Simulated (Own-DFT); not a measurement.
# Strain and stress in diamond silicon, 64 atoms (Si64)

All numbers below are calculated, not measured. They come from Own-DFT, an in-house plane-wave density functional program, since retired, whose code no person has reviewed. Each row is one single-point run on a periodic cell that was not relaxed, without spin or spin-orbit coupling.

Settings of every run: PBE; PseudoDojo norm-conserving scalar-relativistic files; cutoff 20 hartree; 3 x 3 x 3 k mesh centred on Gamma; Fermi-Dirac smearing of 0.1 eV.

Known limits: k mesh not checked against a denser one; stress not checked against mesh or cutoff.

Unstrained cell vectors in Å: (10.862, 0.000, 0.000); (0.000, 10.862, 0.000); (0.000, 0.000, 10.862). The unstrained cell has measured lattice constants (interpolated for alloys), not those of this functional. That, the random moves and any unrelaxed bonds set the pressure at no strain. Each run strains this cell uniformly, with the atoms carried along. Every atom was also moved at random, by a Gaussian of width 0.05 Å on each axis. Strain is the symmetric tensor, in per cent. Stress is positive in tension, and the pressure is minus a third of its trace.

```
run  e_xx (%)  e_yy (%)  e_zz (%)  e_yz (%)  e_xz (%)  e_xy (%)  s_xx (GPa)  s_yy (GPa)  s_zz (GPa)  s_yz (GPa)  s_xz (GPa)  s_xy (GPa)  P (GPa)  E (meV/atom)
  1     -0.35     -0.76      1.61     -1.98      0.85      0.39       -2.71       -3.01       -0.73       -3.70        1.10        0.21     2.15           6.0
  2     -0.48      0.18     -1.93      1.06     -0.96     -1.38       -4.71       -4.12       -5.92        2.69       -2.27       -2.49     4.92          18.2
  3     -1.33      1.44      1.40     -1.28      1.23      1.48       -3.07       -0.54       -0.75       -3.03        3.26        3.49     1.45          14.6
  4      1.73     -1.42     -1.61     -0.15     -0.10      0.58       -1.79       -4.80       -5.05       -0.10       -0.81        1.29     3.88          13.5
  5     -1.09     -0.41      1.66      1.57     -0.56     -1.06       -3.47       -2.79       -0.99        2.93       -0.88       -2.56     2.42           4.5
  6     -1.42     -1.99     -0.76     -1.67     -1.54     -0.79       -7.34       -7.81       -6.96       -4.18       -4.68       -2.13     7.37          40.8
  7     -1.50     -0.50      1.58      1.29      0.15     -1.03       -4.38       -3.57       -1.67        3.21       -0.45       -1.91     3.21          14.3
  8      0.66     -0.68     -0.36      1.12     -1.53      0.72       -2.60       -3.74       -3.67        3.35       -3.93        2.31     3.33          24.0
  9      0.25     -0.67      1.94     -0.28      0.69      0.63       -1.45       -2.25       -0.02       -1.59        2.88        0.66     1.24           5.8
 10     -0.16     -1.89      1.83      0.94     -1.19     -1.53       -3.06       -4.30       -0.96        1.11       -2.23       -2.79     2.77           7.4
 11      0.46      1.55      1.55     -1.58     -1.23      1.12       -0.24        0.81        0.79       -2.74       -2.96        1.75    -0.45           9.3
 12      1.02      0.71     -0.57      0.01     -0.86     -1.36       -1.14       -1.23       -2.27        0.64       -1.50       -2.68     1.55           7.3
 13      0.46      0.09      1.56      1.92      0.13     -0.74       -1.24       -1.68       -0.14        4.57        1.21       -2.57     1.02          20.3
 14      1.19     -0.52     -0.93      1.80     -0.73      1.89       -1.94       -3.55       -3.90        3.42       -1.59        4.04     3.13          23.7
 15      0.36      0.17      0.29      0.10      1.30     -0.21       -1.87       -1.92       -1.76        0.24        2.74        0.04     1.85           0.0
 16      1.16      1.47     -1.76      1.86     -0.66     -0.20       -1.30       -0.93       -3.74        3.55       -2.45        1.07     1.99          18.7
 17      0.64     -1.17     -0.14     -0.35     -1.36     -1.75       -2.46       -4.02       -3.28       -0.33       -2.87       -3.32     3.25           7.2
 18     -1.66      0.70      1.95     -0.67      1.19     -1.52           ?           ?           ?           ?           ?           ?        ?             ?
```

E is the free energy for each atom above the lowest run shown.

## Worked fit

Each stress component was fitted by least squares to a constant and the strains of the runs shown, as fractions, with shears doubled. Shear strains stay in the fit of a normal stress only where such slopes are resolved. The slopes, in GPa:

```
stress  at no strain  per e_xx  per e_yy  per e_zz  scatter
  s_xx          -2.8   163 ± 6    62 ± 5    69 ± 4     0.20
  s_yy          -2.8    74 ± 6   153 ± 5    71 ± 5     0.23
  s_zz          -2.8    77 ± 8    67 ± 6   163 ± 5     0.27
```

Each shear stress against twice its own strain: yz 102 ± 7, xz 116 ± 11, xy 103 ± 8 GPa. These are stiffnesses along x, y and z of the frame in which the cell vectors are given, which need not be the crystal's axes. The atoms are held to the strained lattice; where symmetry lets them move under strain, relaxing them would lower some slopes. The table should be nearly symmetric about its diagonal, and what it lacks of that shows the noise. A ninth of its sum, 100 ± 3 GPa, estimates the bulk modulus near the mean pressure of these runs, 2.7 GPa, so it lies above the value at zero pressure.

## Withheld run

Question: what normal stresses and pressure should run 18 give?

The fit gives s_xx = -3.8, s_yy = -1.6, s_zz = -0.5 and P = 1.9 GPa. The calculation gave -3.39, -1.22, -0.03 and P = 1.55 GPa.
